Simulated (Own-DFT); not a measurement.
# Strain and stress in diamond silicon, 64 atoms (Si64)

These are calculations, not measurements. They come from Own-DFT, an in-house plane-wave density functional program, since retired, whose code no person has reviewed. Each row is one single-point run on a periodic cell that was not relaxed, without spin or spin-orbit coupling.

Settings of every run: PBE; PseudoDojo norm-conserving scalar-relativistic files; cutoff 20 hartree; 3 x 3 x 3 k mesh centred on Gamma; Fermi-Dirac smearing of 0.1 eV.

Known limits: k mesh not checked against a denser one; stress not checked against mesh or cutoff.

Unstrained cell vectors in Å: (10.862, 0.000, 0.000); (0.000, 10.862, 0.000); (0.000, 0.000, 10.862). The unstrained cell has measured lattice constants (interpolated for alloys), not those of this functional. That, the random moves and any unrelaxed bonds set the pressure at no strain. Each run strains this cell uniformly, with the atoms carried along. Every atom was also moved at random, by a Gaussian of width 0.05 Å on each axis. Strain is the symmetric tensor, in per cent. Stress is positive in tension, and the pressure is minus a third of its trace.

| run | e_xx (%) | e_yy (%) | e_zz (%) | e_yz (%) | e_xz (%) | e_xy (%) | s_xx (GPa) | s_yy (GPa) | s_zz (GPa) | s_yz (GPa) | s_xz (GPa) | s_xy (GPa) | P (GPa) | E (meV/atom) |
|---|---|---|---|---|---|---|---|---|---|---|---|---|---|---|
| 1 | -1.12 | -0.47 | -1.83 | -1.36 | -0.57 | 1.47 | -6.31 | -5.68 | -6.86 | -2.71 | -2.34 | 3.09 | 6.28 | 26.9 |
| 2 | 1.78 | -0.95 | -1.10 | 1.13 | 1.83 | 1.46 | -1.33 | -3.91 | -3.93 | 1.92 | 3.57 | 3.27 | 3.06 | 18.4 |
| 3 | 0.92 | -0.09 | -1.69 | 1.31 | -0.69 | -1.97 | -2.77 | -3.67 | -4.74 | 2.38 | -1.94 | -4.14 | 3.73 | 24.5 |
| 4 | -1.19 | -1.18 | -0.17 | 1.50 | -1.43 | 0.20 | -5.43 | -5.51 | -4.56 | 2.33 | -3.77 | 0.04 | 5.17 | 17.4 |
| 5 | -1.63 | 1.53 | 1.03 | -1.94 | -0.57 | 0.52 | -3.44 | -0.77 | -1.31 | -4.10 | -0.04 | 1.40 | 1.84 | 13.6 |
| 6 | -1.95 | -0.12 | -0.75 | -0.85 | -0.49 | -1.87 | -6.69 | -5.15 | -5.47 | -2.25 | -1.18 | -5.36 | 5.77 | 31.5 |
| 7 | -1.31 | -0.26 | 0.76 | 0.56 | 1.60 | 0.00 | -4.19 | -3.27 | -2.45 | 0.12 | 3.66 | -0.23 | 3.30 | 3.7 |
| 8 | 1.25 | 0.85 | -1.39 | -1.74 | 0.89 | -1.72 | -1.12 | -1.64 | -3.49 | -4.34 | 0.40 | -3.72 | 2.08 | 11.6 |
| 9 | 1.84 | 1.51 | 0.86 | -1.02 | 1.25 | -0.14 | 1.54 | 1.18 | 0.74 | -1.63 | 2.15 | -0.33 | -1.15 | 2.5 |
| 10 | 1.03 | 0.08 | 1.27 | 1.25 | 0.74 | -1.74 | -0.24 | -1.18 | -0.02 | 3.25 | 1.45 | -3.88 | 0.48 | 0.0 |
| 11 | -0.85 | -0.14 | 2.00 | 1.35 | 1.21 | 0.54 | -2.93 | -2.22 | -0.14 | 2.90 | 2.61 | 0.49 | 1.76 | 7.9 |
| 12 | -1.10 | 1.15 | -1.21 | 0.45 | -1.17 | -1.68 | -5.15 | -2.95 | -5.13 | 2.09 | -2.96 | -4.98 | 4.41 | 42.1 |
| 13 | 0.23 | 0.85 | -0.12 | -1.35 | 0.42 | 0.73 | -1.80 | -1.21 | -2.00 | -2.96 | 1.31 | 2.15 | 1.67 | 0.3 |
| 14 | 0.44 | -1.85 | -0.16 | -1.51 | 0.45 | 1.73 | -3.48 | -5.44 | -4.11 | -2.80 | 0.29 | 3.85 | 4.34 | 25.8 |
| 15 | -0.15 | -1.03 | -0.20 | -0.86 | -0.10 | -0.96 | -3.79 | -4.53 | -3.73 | -1.96 | -0.28 | -3.72 | 4.02 | 7.6 |
| 16 | -0.78 | -0.58 | -1.84 | 0.01 | 0.60 | -0.54 | -5.85 | -5.62 | -6.74 | 0.37 | 0.40 | -2.64 | 6.07 | 30.8 |
| 17 | -0.28 | 1.28 | -0.39 | -1.72 | 1.88 | 1.82 | -2.94 | -1.34 | -2.90 | -3.65 | 4.22 | 3.57 | 2.39 | 32.2 |
| 18 | 1.85 | 1.21 | -0.75 | 1.25 | 0.38 | -0.30 | ? | ? | ? | ? | ? | ? | ? | ? |

E is the free energy for each atom above the lowest run shown.

## Worked fit

Each stress component was fitted by least squares to a constant and the strains of the runs shown, as fractions, with shears doubled. Shear strains stay in the fit of a normal stress only where such slopes are resolved. The slopes, in GPa:

| stress | at no strain | per e_xx | per e_yy | per e_zz | scatter |
|---|---|---|---|---|---|
| s_xx | -2.8 | 159 ± 4 | 60 ± 5 | 77 ± 5 | 0.21 |
| s_yy | -2.8 | 68 ± 3 | 150 ± 4 | 76 ± 4 | 0.16 |
| s_zz | -2.8 | 71 ± 4 | 61 ± 4 | 164 ± 4 | 0.17 |

Each shear stress against twice its own strain: yz 105 ± 8, xz 107 ± 9, xy 123 ± 7 GPa. These are stiffnesses along x, y and z of the frame in which the cell vectors are given, which need not be the crystal's axes. The atoms are held to the strained lattice; where symmetry lets them move under strain, relaxing them would lower some slopes. The table should be nearly symmetric about its diagonal, and what it lacks of that shows the noise. A ninth of its sum, 98 ± 2 GPa, estimates the bulk modulus near the mean pressure of these runs, 3.2 GPa, so it lies above the value at zero pressure.

## Withheld run

Question: what normal stresses and pressure should run 18 give?

The fit gives s_xx = 0.3, s_yy = -0.3, s_zz = -1.9 and P = 0.7 GPa. The calculation gave 0.40, -0.12, -1.75 and P = 0.49 GPa.
